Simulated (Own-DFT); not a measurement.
# Point defects and the pressure they add: monoclinic HfO2

Source: density functional calculations with Own-DFT, an unreviewed in-house program that is no longer used. Nothing was measured or relaxed, and spin and spin-orbit coupling are left out.

Method: PBE; PseudoDojo norm-conserving scalar-relativistic files; cutoff 72 hartree; 2 x 2 x 2 k mesh centred on Gamma; Fermi-Dirac smearing of 0.1 eV.

Limits (not all hold for every row): not probed for a lower state with spin; hafnium file: forces about 75 meV/angstrom off all-electron values; oxygen file: force components 24 meV/angstrom off all-electron in a glass; forces on such cells passed a denser k mesh, each cell not checked; stress not checked against mesh or cutoff.

All runs share one cell, with vectors in Å (10.234, 0.000, 0.000); (0.000, 10.350, 0.000); (-1.696, 0.000, 10.445) and a volume of 1106.4 Å³. The atoms are randomly displaced, by u rms on each axis. The defect's site can differ from row to row.

| cell | formula | u (Å) | P (GPa) |
|---|---|---|---|
| no defect | Hf32O64 | 0.0195 | 3.81 |
| no defect | Hf32O64 | 0.0206 | 3.94 |
| no defect | Hf32O64 | 0.0528 | 6.57 |
| two O vacancies | Hf32O62 | 0.0292 | 3.55 |
| two O vacancies | Hf32O62 | 0.0301 | 3.75 |
| two O vacancies | Hf32O62 | 0.0512 | 6.44 |
| one Si on a Hf site | Hf31O64Si | 0.0290 | ? |
| one Si on a Hf site | Hf31O64Si | 0.0297 | 2.87 |
| one Si on a Hf site | Hf31O64Si | 0.0499 | 4.26 |
| one Si on a Hf site | Hf31O64Si | 0.0506 | 5.07 |

## Working it out

P = P0 + c u² + a shift for each defect gives P0 = 3.28 GPa, c = 1252 ± 128 GPa/Å² and a scatter of 0.35 GPa. The shifts, and each times the cell's volume:

- two O vacancies: -0.52 ± 0.29 GPa, -3.6 eV (-1.8 eV for each of its 2 sites) (not resolved)
- one Si on a Hf site: -1.68 ± 0.30 GPa, -11.6 eV

Against the defect-free cell, a freed cell would be larger where the shift is positive and smaller where it is negative (160.2 GPa Å³ is 1 eV). The atoms around the defects weren't relaxed, which would change these numbers.

## Prediction

Asked: what pressure belongs in the blank (one Si on a Hf site, u = 0.0290 Å)?

The fit gives 2.65 ± 0.43 GPa. Computed: 2.93 GPa.
